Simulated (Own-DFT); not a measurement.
Simulation results for Si$_{3}$N$_{4}$ (beta silicon nitride, atoms displaced)

A calculation, not a measurement: plane-wave PBE density functional theory by an unreviewed code, no spin, of a simulated periodic cell, stress positive in tension, free energy of the whole cell less one offset for each atom, forces on such cells moved up to 12 meV/angstrom on a denser k mesh; offsets are fitted by least squares, one for each functional and potential file, so energies compare only between cells with the same atoms and settings and are not formation energies; the far tail of each file's local potential was reset to the Coulomb form; each entry is a single point on an unrelaxed cell, so the pressure reflects the starting lattice, mostly measured values (interpolated for alloys), from which strain is counted, and rises with the displacements; printed positions are rounded, which can move forces by about a meV/angstrom; the program, named Own-DFT, is a retired in-house code; no spin-orbit coupling; before rounding, a Quantum ESPRESSO 7.3.1 run of the same cell and cutoff gave forces within 1 meV/angstrom rms on each cell, which checks the program and not the settings. Program: Own-DFT development build.

Common to all runs: functional PBE; potential files PseudoDojo norm-conserving, scalar-relativistic, standard set; wave cutoff 42 hartree; occupations Fermi-Dirac; smearing width 0.1 eV; k mesh 2 x 2 x 4 centred on Gamma.

(1) 
```cif
# cell vector a (Å): 15.2120 0.0000 0.0000
# cell vector b (Å): -7.6060 13.1740 0.0000
# cell vector c (Å): 0.0000 0.0000 5.8180
data_Si3N4
_symmetry_space_group_name_H-M 'P 1'
_symmetry_Int_Tables_number 1
_cell_length_a 15.2120
_cell_length_b 15.2120
_cell_length_c 5.8180
_cell_angle_alpha 90.000
_cell_angle_beta 90.000
_cell_angle_gamma 120.000
_cell_volume 1165.94
loop_
_atom_site_label
_atom_site_type_symbol
_atom_site_fract_x
_atom_site_fract_y
_atom_site_fract_z
_atom_site_occupancy
Si1 Si 0.08559 0.37862 0.11604 1
Si2 Si 0.11500 0.20065 0.11636 1
Si3 Si 0.29810 0.41155 0.12307 1
Si4 Si 0.41406 0.11341 0.36645 1
Si5 Si 0.38461 0.29874 0.36588 1
Si6 Si 0.19460 0.08120 0.36377 1
N1 N 0.16969 0.02100 0.12154 1
N2 N 0.47916 0.14982 0.11323 1
N3 N 0.34681 0.33327 0.11607 1
N4 N 0.33570 0.48266 0.36026 1
N5 N 0.01419 0.34976 0.37606 1
N6 N 0.15496 0.16989 0.36200 1
N7 N 0.16692 0.33438 0.11813 1
N8 N 0.33817 0.16718 0.38587 1
Si7 Si 0.09298 0.39025 0.62121 1
Si8 Si 0.10990 0.19695 0.62253 1
Si9 Si 0.29646 0.40902 0.62326 1
Si10 Si 0.41107 0.11199 0.88020 1
Si11 Si 0.38369 0.29658 0.88292 1
Si12 Si 0.20511 0.09740 0.87240 1
N9 N 0.16739 0.02097 0.61116 1
N10 N 0.48553 0.15199 0.62334 1
N11 N 0.34657 0.33047 0.62709 1
N12 N 0.33641 0.48638 0.87607 1
N13 N 0.01847 0.34964 0.87633 1
N14 N 0.15194 0.17091 0.86831 1
N15 N 0.16775 0.32938 0.62442 1
N16 N 0.33426 0.16553 0.87668 1
Si13 Si 0.09074 0.88562 0.12656 1
Si14 Si 0.11144 0.70128 0.12949 1
Si15 Si 0.30196 0.91504 0.11977 1
Si16 Si 0.41035 0.61230 0.37087 1
Si17 Si 0.38366 0.79453 0.37989 1
Si18 Si 0.20506 0.59227 0.36334 1
N17 N 0.16577 0.51567 0.13520 1
N18 N 0.47990 0.64962 0.11678 1
N19 N 0.35433 0.83328 0.13278 1
N20 N 0.33669 0.98106 0.37179 1
N21 N 0.01616 0.85189 0.38427 1
N22 N 0.15054 0.66924 0.37814 1
N23 N 0.16785 0.83185 0.12986 1
N24 N 0.33003 0.66382 0.37518 1
Si19 Si 0.09019 0.88483 0.63833 1
Si20 Si 0.11624 0.69925 0.62697 1
Si21 Si 0.29528 0.90857 0.64000 1
Si22 Si 0.41115 0.61629 0.87501 1
Si23 Si 0.37757 0.78956 0.86855 1
Si24 Si 0.20448 0.59069 0.87920 1
N25 N 0.16451 0.50323 0.62078 1
N26 N 0.48826 0.65195 0.61865 1
N27 N 0.35151 0.83883 0.61652 1
N28 N 0.34191 0.98723 0.86672 1
N29 N 0.01759 0.85019 0.85846 1
N30 N 0.15276 0.66867 0.86296 1
N31 N 0.15829 0.82588 0.62846 1
N32 N 0.33668 0.66745 0.87372 1
Si25 Si 0.58142 0.37738 0.12468 1
Si26 Si 0.61460 0.19985 0.13319 1
Si27 Si 0.80285 0.41450 0.12159 1
Si28 Si 0.91126 0.11386 0.36951 1
Si29 Si 0.88875 0.30518 0.38716 1
Si30 Si 0.70326 0.08880 0.36688 1
N33 N 0.67065 0.01913 0.13130 1
N34 N 0.98211 0.15150 0.13393 1
N35 N 0.85334 0.34218 0.12922 1
N36 N 0.83505 0.48726 0.36777 1
N37 N 0.51481 0.35307 0.37939 1
N38 N 0.64568 0.16441 0.36349 1
N39 N 0.66279 0.33215 0.12401 1
N40 N 0.83596 0.17112 0.40062 1
Si31 Si 0.59330 0.38778 0.62721 1
Si32 Si 0.61523 0.20136 0.63891 1
Si33 Si 0.79495 0.40946 0.62607 1
Si34 Si 0.90832 0.11355 0.87953 1
Si35 Si 0.88694 0.29792 0.89307 1
Si36 Si 0.70498 0.08408 0.88073 1
N41 N 0.66846 0.02018 0.63073 1
N42 N 0.98405 0.14853 0.63278 1
N43 N 0.84716 0.33720 0.63092 1
N44 N 0.83265 0.48352 0.87783 1
N45 N 0.52031 0.35004 0.88634 1
N46 N 0.65384 0.16798 0.88438 1
N47 N 0.66745 0.33297 0.62071 1
N48 N 0.83784 0.16686 0.85462 1
Si37 Si 0.57859 0.87972 0.13130 1
Si38 Si 0.61984 0.69869 0.12030 1
Si39 Si 0.79035 0.91465 0.10840 1
Si40 Si 0.91590 0.61391 0.36659 1
Si41 Si 0.87958 0.79266 0.36138 1
Si42 Si 0.70187 0.58743 0.38175 1
N49 N 0.67175 0.51810 0.13075 1
N50 N 0.98664 0.65091 0.14215 1
N51 N 0.85437 0.83629 0.12589 1
N52 N 0.83570 0.98368 0.37558 1
N53 N 0.51556 0.85389 0.37035 1
N54 N 0.65038 0.66803 0.37365 1
N55 N 0.66216 0.82424 0.13871 1
N56 N 0.83035 0.66657 0.37279 1
Si43 Si 0.58907 0.88618 0.61476 1
Si44 Si 0.61578 0.70948 0.61798 1
Si45 Si 0.79992 0.91924 0.63176 1
Si46 Si 0.91598 0.61925 0.87221 1
Si47 Si 0.88550 0.80016 0.88403 1
Si48 Si 0.70261 0.58597 0.87570 1
N57 N 0.66757 0.51850 0.64778 1
N58 N 0.97997 0.65250 0.62045 1
N59 N 0.84472 0.83685 0.61361 1
N60 N 0.82732 0.98381 0.87626 1
N61 N 0.51251 0.84998 0.88125 1
N62 N 0.65487 0.67109 0.86867 1
N63 N 0.66281 0.82930 0.62592 1
N64 N 0.83199 0.67378 0.88448 1
_calc_free_energy_of_cell_above_offsets '-9.303'  # eV
_calc_pressure 8.13  # GPa
_calc_stress_xx -6.59  # GPa
_calc_stress_yy -8.1  # GPa
_calc_stress_zz -9.69  # GPa
_calc_stress_yz -0.99  # GPa
_calc_stress_xz -0.05  # GPa
_calc_stress_xy 1.4  # GPa
```

Force:
```csv
element,x (eV/Å),y (eV/Å),z (eV/Å)
Si,0.122,1.866,2.62
Si,-1.258,1.816,1.178
Si,-1.39,0.354,-1.456
Si,-1.228,0.274,1.771
Si,0.351,-1.906,2.14
Si,2.542,4.455,1.625
N,-0.4,-2.844,-3.044
N,3.232,0.807,2.24
N,0.521,-0.17,1.439
N,0.065,0.057,2.755
N,1.411,0.852,-0.383
N,-0.823,-0.804,1.025
N,0.824,-1.186,0.156
N,-2.131,-0.288,-1.053
Si,-0.449,-9.455,-0.041
Si,0.925,2.284,-1.775
Si,-0.371,0.916,0.025
Si,-0.768,2.653,-3.438
Si,1.99,-0.385,-2.686
Si,1.789,-2.372,-1.172
N,-0.192,-2.192,3.554
N,0.323,-0.673,0.456
N,0.877,0.317,-0.271
N,-0.137,-0.919,-1.135
N,-1.635,-0.347,-1.405
N,0.113,-0.941,0.472
N,-1.565,0.219,-0.317
N,-0.549,0.772,0.211
Si,-1.425,-0.069,0.381
Si,1.944,1.662,-0.679
Si,0.091,-1.507,1.181
Si,1.192,0.481,-0.121
Si,-0.002,0.404,-0.725
Si,-0.92,-2.6,2.544
N,-0.487,-0.196,-2.665
N,1.973,0.785,1.493
N,-1.648,0.198,-2.197
N,-0.234,0.367,1.033
N,0.141,-0.027,-1.675
N,1.395,-1.402,-0.853
N,0.437,0.898,-0.664
N,1.409,1.431,0.455
Si,-0.537,1.625,-4.617
Si,-3.672,1.084,-1.44
Si,-2.01,0.648,-3.685
Si,2.583,-0.801,-1.41
Si,0.894,4.03,1.124
Si,0.963,-3.021,-0.805
N,0.419,12.3,0.52
N,-2.84,-1.304,0.173
N,1.457,-2.053,1.82
N,-0.619,-2.822,1.496
N,-1.651,-0.42,5.265
N,0.808,-1.18,3.372
N,3.161,2.169,0.469
N,-2.723,-1.742,-0.455
Si,2.329,3.291,2.743
Si,-2.767,2.362,-3.07
Si,-4.833,0.265,0.762
Si,-1.151,0.523,2.94
Si,-0.577,-1.912,-0.197
Si,0.473,2.124,3.056
N,-0.046,-3.29,-1.099
N,1.36,0.025,-2.522
N,2.974,-2.366,0.655
N,0.424,-1.586,1.286
N,0.415,0.577,0.287
N,2.075,-1.413,4.361
N,2.537,-0.43,0.248
N,-0.718,-0.261,-1.872
Si,-1.638,-0.901,0.463
Si,-0.452,0.306,-1.814
Si,-1.086,2.73,-0.499
Si,2.427,0.974,-0.272
Si,-0.236,-0.099,-2.547
Si,-0.666,2.478,-0.658
N,-0.351,-2.116,-1.745
N,-0.843,-1.332,-0.674
N,2.79,-1.291,1.035
N,0.556,1.944,-1.172
N,-3.336,-1.084,-3.719
N,0.977,-1.062,-0.304
N,-0.103,-0.4,0.123
N,-2.914,0.921,1.846
Si,3.585,0.775,-2.664
Si,-2.629,-0.349,-0.3
Si,1.464,-3.36,5.008
Si,-4.563,-0.002,3.348
Si,1.049,1.719,3.603
Si,0.032,0.035,-0.22
N,-1.104,-1.8,0.012
N,0.319,0.061,-4.905
N,-3.03,2.445,-1.322
N,-0.822,0.746,-1.375
N,-1.416,-0.761,2.682
N,0.934,-1.301,0.791
N,-1.387,3.643,-0.775
N,2.029,-0.953,0.238
Si,-0.254,0.009,2.57
Si,2.297,-3.717,0.681
Si,-0.454,-3.567,-3.005
Si,-2.936,-0.723,0.886
Si,-0.385,0.573,-3.648
Si,-0.076,3.093,3.837
N,-0.037,-2.31,-4.808
N,2.9,0.177,0.634
N,1.955,-0.528,1.707
N,0.207,2.185,-0.414
N,-0.158,0.21,-2.159
N,0.108,-1.046,-0.644
N,-0.364,6.045,0.181
N,2.823,-2.38,-0.407
```

(2) 
```cif
# cell vector a (Å): 15.2120 0.0000 0.0000
# cell vector b (Å): -7.6060 13.1740 0.0000
# cell vector c (Å): 0.0000 0.0000 5.8180
data_Si3N4
_symmetry_space_group_name_H-M 'P 1'
_symmetry_Int_Tables_number 1
_cell_length_a 15.2120
_cell_length_b 15.2120
_cell_length_c 5.8180
_cell_angle_alpha 90.000
_cell_angle_beta 90.000
_cell_angle_gamma 120.000
_cell_volume 1165.94
loop_
_atom_site_label
_atom_site_type_symbol
_atom_site_fract_x
_atom_site_fract_y
_atom_site_fract_z
_atom_site_occupancy
Si1 Si 0.08208 0.38016 0.12905 1
Si2 Si 0.11497 0.19979 0.12664 1
Si3 Si 0.29696 0.41199 0.11717 1
Si4 Si 0.40811 0.11425 0.38204 1
Si5 Si 0.38943 0.30390 0.37963 1
Si6 Si 0.20709 0.08659 0.37515 1
N1 N 0.17260 0.01621 0.11794 1
N2 N 0.48511 0.14706 0.11140 1
N3 N 0.34513 0.32891 0.13075 1
N4 N 0.33512 0.48830 0.37772 1
N5 N 0.01575 0.34803 0.37453 1
N6 N 0.14723 0.17284 0.36927 1
N7 N 0.17437 0.33589 0.11504 1
N8 N 0.33180 0.16489 0.38166 1
Si7 Si 0.08411 0.38500 0.61418 1
Si8 Si 0.11645 0.20164 0.63419 1
Si9 Si 0.30011 0.41152 0.62815 1
Si10 Si 0.42057 0.11278 0.85920 1
Si11 Si 0.38331 0.30069 0.86418 1
Si12 Si 0.19566 0.08386 0.87666 1
N9 N 0.16667 0.01498 0.62307 1
N10 N 0.47778 0.14446 0.62570 1
N11 N 0.35115 0.33417 0.62530 1
N12 N 0.33725 0.48417 0.88139 1
N13 N 0.01879 0.34925 0.87264 1
N14 N 0.14871 0.16129 0.89256 1
N15 N 0.16796 0.33069 0.62475 1
N16 N 0.33484 0.16790 0.87405 1
Si13 Si 0.08148 0.87960 0.12754 1
Si14 Si 0.11251 0.69827 0.12408 1
Si15 Si 0.29994 0.91233 0.11150 1
Si16 Si 0.41515 0.61940 0.36849 1
Si17 Si 0.38378 0.79118 0.37226 1
Si18 Si 0.20130 0.58277 0.37300 1
N17 N 0.16766 0.52163 0.12468 1
N18 N 0.48139 0.64947 0.11171 1
N19 N 0.34981 0.83481 0.13027 1
N20 N 0.33599 0.98663 0.38424 1
N21 N 0.01658 0.85366 0.37513 1
N22 N 0.14860 0.66177 0.36451 1
N23 N 0.17257 0.83287 0.11729 1
N24 N 0.32621 0.65609 0.36860 1
Si19 Si 0.08609 0.88277 0.62647 1
Si20 Si 0.10902 0.69597 0.63766 1
Si21 Si 0.30281 0.91644 0.63771 1
Si22 Si 0.41591 0.61647 0.88525 1
Si23 Si 0.39089 0.79552 0.89003 1
Si24 Si 0.19656 0.58610 0.86597 1
N25 N 0.16583 0.51659 0.62417 1
N26 N 0.47857 0.64866 0.61968 1
N27 N 0.35981 0.83658 0.62767 1
N28 N 0.33450 0.98107 0.86471 1
N29 N 0.01357 0.84666 0.88058 1
N30 N 0.15426 0.67176 0.88549 1
N31 N 0.17184 0.84048 0.63549 1
N32 N 0.33180 0.66178 0.87862 1
Si25 Si 0.58609 0.37976 0.13486 1
Si26 Si 0.62075 0.21155 0.13432 1
Si27 Si 0.79439 0.41481 0.12367 1
Si28 Si 0.91097 0.11630 0.36354 1
Si29 Si 0.88749 0.29832 0.36064 1
Si30 Si 0.69827 0.07916 0.38252 1
N33 N 0.67467 0.02471 0.11293 1
N34 N 0.98381 0.15034 0.11769 1
N35 N 0.84407 0.33017 0.13419 1
N36 N 0.83775 0.48928 0.36126 1
N37 N 0.51888 0.34601 0.36473 1
N38 N 0.64055 0.16153 0.35722 1
N39 N 0.66712 0.34170 0.11798 1
N40 N 0.84070 0.17300 0.38886 1
Si31 Si 0.58707 0.38593 0.62788 1
Si32 Si 0.61532 0.20282 0.62283 1
Si33 Si 0.79802 0.41661 0.63606 1
Si34 Si 0.91134 0.11036 0.86894 1
Si35 Si 0.87597 0.29638 0.86038 1
Si36 Si 0.69383 0.08521 0.86507 1
N41 N 0.66250 0.01806 0.63501 1
N42 N 0.98749 0.15836 0.62396 1
N43 N 0.85278 0.34113 0.62578 1
N44 N 0.82681 0.48344 0.87494 1
N45 N 0.52262 0.35247 0.87680 1
N46 N 0.64434 0.16342 0.86093 1
N47 N 0.66821 0.33201 0.61855 1
N48 N 0.83141 0.16586 0.87212 1
Si37 Si 0.59085 0.88785 0.12929 1
Si38 Si 0.61146 0.69740 0.11927 1
Si39 Si 0.79246 0.91423 0.13247 1
Si40 Si 0.91535 0.61527 0.37047 1
Si41 Si 0.88031 0.79550 0.38042 1
Si42 Si 0.70096 0.58399 0.36420 1
N49 N 0.66332 0.51893 0.12903 1
N50 N 0.98808 0.65275 0.12104 1
N51 N 0.85395 0.83792 0.13518 1
N52 N 0.83227 0.97955 0.38114 1
N53 N 0.51470 0.84991 0.38128 1
N54 N 0.64712 0.66307 0.35806 1
N55 N 0.66661 0.83070 0.11480 1
N56 N 0.83685 0.67133 0.37332 1
Si43 Si 0.58656 0.88113 0.62367 1
Si44 Si 0.61506 0.70159 0.62042 1
Si45 Si 0.79768 0.91216 0.63713 1
Si46 Si 0.91038 0.61583 0.86738 1
Si47 Si 0.88868 0.80010 0.87839 1
Si48 Si 0.70127 0.58769 0.86590 1
N57 N 0.66446 0.51668 0.61523 1
N58 N 0.98376 0.65200 0.64974 1
N59 N 0.85081 0.84040 0.61590 1
N60 N 0.83189 0.98598 0.85557 1
N61 N 0.51652 0.85354 0.86578 1
N62 N 0.65384 0.66424 0.86880 1
N63 N 0.66503 0.82974 0.61887 1
N64 N 0.83838 0.66949 0.87066 1
_calc_free_energy_of_cell_above_offsets '-7.359'  # eV
_calc_pressure 8.47  # GPa
_calc_stress_xx -7.1  # GPa
_calc_stress_yy -5.23  # GPa
_calc_stress_zz -13.07  # GPa
_calc_stress_yz -0.22  # GPa
_calc_stress_xz -0.73  # GPa
_calc_stress_xy 0.11  # GPa
```

Force:
```csv
element,x (eV/Å),y (eV/Å),z (eV/Å)
Si,3.751,2.196,-2.571
Si,-1.683,2.791,-0.512
Si,1.047,0.952,2.807
Si,0.952,-0.111,-2.874
Si,0.008,-3.39,-1.886
Si,-2.279,0.109,-0.768
N,-1.123,-2.188,1.843
N,0.631,0.96,2.24
N,0.677,1.314,-1.036
N,0.918,-1.464,-0.563
N,-1.149,0.029,-0.76
N,3.937,-3.221,3.229
N,-4.493,-2.192,0.388
N,0.329,3.178,-0.07
Si,3.364,-0.442,3.196
Si,-0.57,0.435,-0.735
Si,-2.51,1.47,-0.909
Si,-5.835,-0.648,5.61
Si,3.015,-3.303,4.057
Si,4.327,1.139,-0.861
N,-1.143,-0.226,0.308
N,4.884,3.115,-4.268
N,-0.39,1.25,-1.216
N,0.752,0.681,-1.668
N,-2.946,-0.517,-0.179
N,-1.341,0.581,-2.928
N,-0.627,1.808,0.035
N,-0.033,-0.353,-0.364
Si,4.17,1.805,-0.067
Si,1.163,3.308,1.282
Si,-1.176,0.73,3.04
Si,-1.552,-2.479,0.483
Si,-2.219,-0.084,1.505
Si,-1.279,1.041,-0.105
N,-0.818,-4.17,-1.386
N,3.435,1.992,4.058
N,2.313,-0.847,-0.37
N,0.266,-1.415,-1.786
N,-1.353,-1.238,1.086
N,-0.945,-0.152,3.267
N,-3.036,-0.876,0.61
N,1.838,4.236,0.129
Si,1.576,0.89,-0.049
Si,2.491,3.945,-2.06
Si,0.4,-4.025,-5.366
Si,-4.098,-2.415,-5.257
Si,-3.509,-1.152,-2.196
Si,2.219,1.132,2.223
N,-0.804,-1.627,-0.562
N,3.142,1.492,1.187
N,-1.091,-0.141,0.439
N,0.828,3.754,4.031
N,0.596,0.85,-1.264
N,0.698,-1.808,-2.539
N,-0.587,-3.346,-0.514
N,-0.192,1.206,-0.047
Si,-1.565,3.568,-3.656
Si,-2.563,-1.327,-4.402
Si,1.361,-0.396,0.535
Si,1.725,-0.211,2.048
Si,-0.858,-0.225,2.905
Si,0.195,4.708,-1.801
N,-0.457,-4.293,2.908
N,-0.163,-0.598,0.026
N,-1.479,1.439,-3.055
N,-0.11,-1.284,2.525
N,-2.298,-0.41,4.168
N,3.322,-1.529,4.367
N,3.412,-2.546,0.423
N,-2.815,-2.645,-0.542
Si,1.621,-0.625,-0.769
Si,-1.784,-0.46,-1.947
Si,-0.286,-1.421,-3.701
Si,-1.112,3.859,-0.772
Si,3.744,-1.502,2.964
Si,2.388,4.425,1.976
N,0.149,-4.092,-3.391
N,-0.437,-1.845,-0.363
N,-0.28,0.448,-2.449
N,0.632,2.075,0.86
N,-2.744,-0.572,-0.09
N,0.446,0.633,2.472
N,-0.915,1.163,0.023
N,-0.884,-0.257,-0.121
Si,-0.432,-0.367,-1.297
Si,0.298,1.306,-1.179
Si,2.519,-0.899,-1.534
Si,-0.813,2.198,0.526
Si,1.518,1.649,-0.694
Si,0.746,3.148,1.604
N,0.277,-2.644,-3.148
N,-2.318,-1.431,0.014
N,-1.527,0.706,-2.242
N,-0.799,2.774,-0.406
N,1.31,0.354,-2.164
N,0.328,-0.266,2.482
N,-1.469,0.002,0.24
N,-0.068,-2.895,0.153
Si,0.186,0.562,0.352
Si,-0.693,-0.974,-0.781
Si,-1.392,-1.54,-3.576
Si,-0.562,-0.775,4.294
Si,-2.402,-0.465,-0.057
Si,2.728,-0.618,1.193
N,0.072,-0.497,0.547
N,0.959,-0.395,-5.445
N,1.993,-1.672,2.776
N,-0.059,-0.587,4.928
N,2.184,0.693,2.934
N,-2.895,1.394,-0.281
N,0.123,1.243,0.325
N,-3.001,-0.642,-0.019
```
